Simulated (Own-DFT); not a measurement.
# Which defects push the lattice out? zincblende GaAs

Source: density functional calculations with Own-DFT, an unreviewed in-house program that is no longer used. Nothing was measured or relaxed, and spin and spin-orbit coupling are left out.

Method: PBE; PseudoDojo norm-conserving scalar-relativistic files; cutoff 42 hartree; 3 x 3 x 3 k mesh centred on Gamma; Fermi-Dirac smearing of 0.1 eV.

Limits (not all hold for every row): not probed for a lower state with spin; forces not confirmed at this smearing and k mesh; stress not checked against mesh or cutoff.

All runs share one cell, with vectors in Å (11.737, 0.000, 0.000); (0.000, 11.737, 0.000); (0.000, 0.000, 10.919) and a volume of 1504.3 Å³, strained against the parent crystal. u is the rms random offset of the atoms per axis. The defect's site can differ from row to row.

```
cell,formula,u (Å),P (GPa)
no defect,As32Ga32,0.0282,0.75
no defect,As32Ga32,0.0455,0.95
no defect,As32Ga32,0.0486,1.06
one Al on a Ga site,AlAs32Ga31,0.0300,0.73
one Al on a Ga site,AlAs32Ga31,0.0473,0.90
one Al on a Ga site,AlAs32Ga31,0.0528,1.10
one P on an As site,As31Ga32P,0.0280,0.49
one P on an As site,As31Ga32P,0.0487,0.79
one P on an As site,As31Ga32P,0.0513,0.86
one As vacancy and one Ga vacancy,As31Ga31,0.0290,?
one As vacancy and one Ga vacancy,As31Ga31,0.0320,0.44
one As vacancy and one Ga vacancy,As31Ga31,0.0501,0.84
one As vacancy and one Ga vacancy,As31Ga31,0.0507,0.85
one In on a Ga site,As32Ga31In,0.0290,1.32
one In on a Ga site,As32Ga31In,0.0460,1.51
one In on a Ga site,As32Ga31In,0.0471,1.60
```

## Fit

P = P0 + c u² + a shift for each defect gives P0 = 0.57 GPa, c = 203 ± 16 GPa/Å² and a scatter of 0.05 GPa. The shifts, and each times the cell's volume:

- one In on a Ga site: 0.56 ± 0.04 GPa, 5.3 eV
- one Al on a Ga site: -0.06 ± 0.04 GPa, -0.5 eV (not resolved)
- one P on an As site: -0.24 ± 0.04 GPa, -2.3 eV
- one As vacancy and one Ga vacancy: -0.27 ± 0.04 GPa, -2.5 eV

A positive shift means that the defect pushes the cell outwards. Shift times volume (160.2 GPa Å³ is 1 eV) depends little on the cell's size, so, taken for each site, it can be compared between cells at like pressure. The atoms around the defects weren't relaxed, which would change these numbers.

## Test on the hidden row

The question: what pressure belongs in the blank (one As vacancy and one Ga vacancy, u = 0.0290 Å)?

From the fit: 0.47 ± 0.06 GPa. The hidden result is 0.40 GPa.
